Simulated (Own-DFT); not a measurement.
# Point defects and the pressure they add: zincblende GaAs

No measurement is shown. These are fixed-geometry runs of a retired plane-wave code named Own-DFT, which no person has reviewed; spin and spin-orbit coupling are neglected.

All runs used: PBE; PseudoDojo norm-conserving scalar-relativistic files; cutoff 42 hartree; 3 x 3 x 3 k mesh centred on Gamma; Fermi-Dirac smearing of 0.1 eV.

Limits (not all hold for every row): not probed for a lower state with spin; forces on such cells failed a check on a denser k mesh; forces not confirmed at this smearing and k mesh; forces on such cells passed a denser k mesh, each cell not checked; stress not checked against mesh or cutoff.

All runs share one cell, with vectors in Å (11.307, 0.000, 0.000); (0.000, 11.307, 0.000); (0.000, 0.000, 11.307) and a volume of 1445.4 Å³. Atoms were moved at random from their sites; u is the rms move along one axis. The defect's site can differ from row to row.

```
               cell     formula   u (Å)  P (GPa)
          no defect    As32Ga32  0.0200     3.52
          no defect    As32Ga32  0.0481     3.89
          no defect    As32Ga32  0.0491     3.96
one In on a Ga site  As32Ga31In  0.0299     4.28
one In on a Ga site  As32Ga31In  0.0326     4.28
one In on a Ga site  As32Ga31In  0.0510     4.66
one As on a Ga site    As33Ga31  0.0294     4.26
one As on a Ga site    As33Ga31  0.0313     4.28
one As on a Ga site    As33Ga31  0.0530     4.61
   two As vacancies    As30Ga32  0.0289     3.13
   two As vacancies    As30Ga32  0.0307     3.35
   two As vacancies    As30Ga32  0.0519     3.82
   two Ga vacancies    As32Ga30  0.0279     2.97
   two Ga vacancies    As32Ga30  0.0291     2.99
   two Ga vacancies    As32Ga30  0.0291     2.97
   two Ga vacancies    As32Ga30  0.0295        ?
```

## What the rows give

P = P0 + c u² + a shift for each defect gives P0 = 3.39 GPa, c = 235 ± 24 GPa/Å² and a scatter of 0.07 GPa. The shifts, and each times the cell's volume:

- one In on a Ga site: 0.66 ± 0.06 GPa, 6.0 eV
- one As on a Ga site: 0.63 ± 0.06 GPa, 5.7 eV
- two As vacancies: -0.30 ± 0.06 GPa, -2.7 eV (-1.4 eV for each of its 2 sites)
- two Ga vacancies: -0.60 ± 0.06 GPa, -5.4 eV (-2.7 eV for each of its 2 sites)

Against the defect-free cell, a freed cell would be larger where the shift is positive and smaller where it is negative (160.2 GPa Å³ is 1 eV). The atoms around the defects weren't relaxed, which would change these numbers.

## Check

Q: what pressure belongs in the blank (two Ga vacancies, u = 0.0295 Å)?

From the fit: 2.99 ± 0.08 GPa. The calculation gave 2.95 GPa.
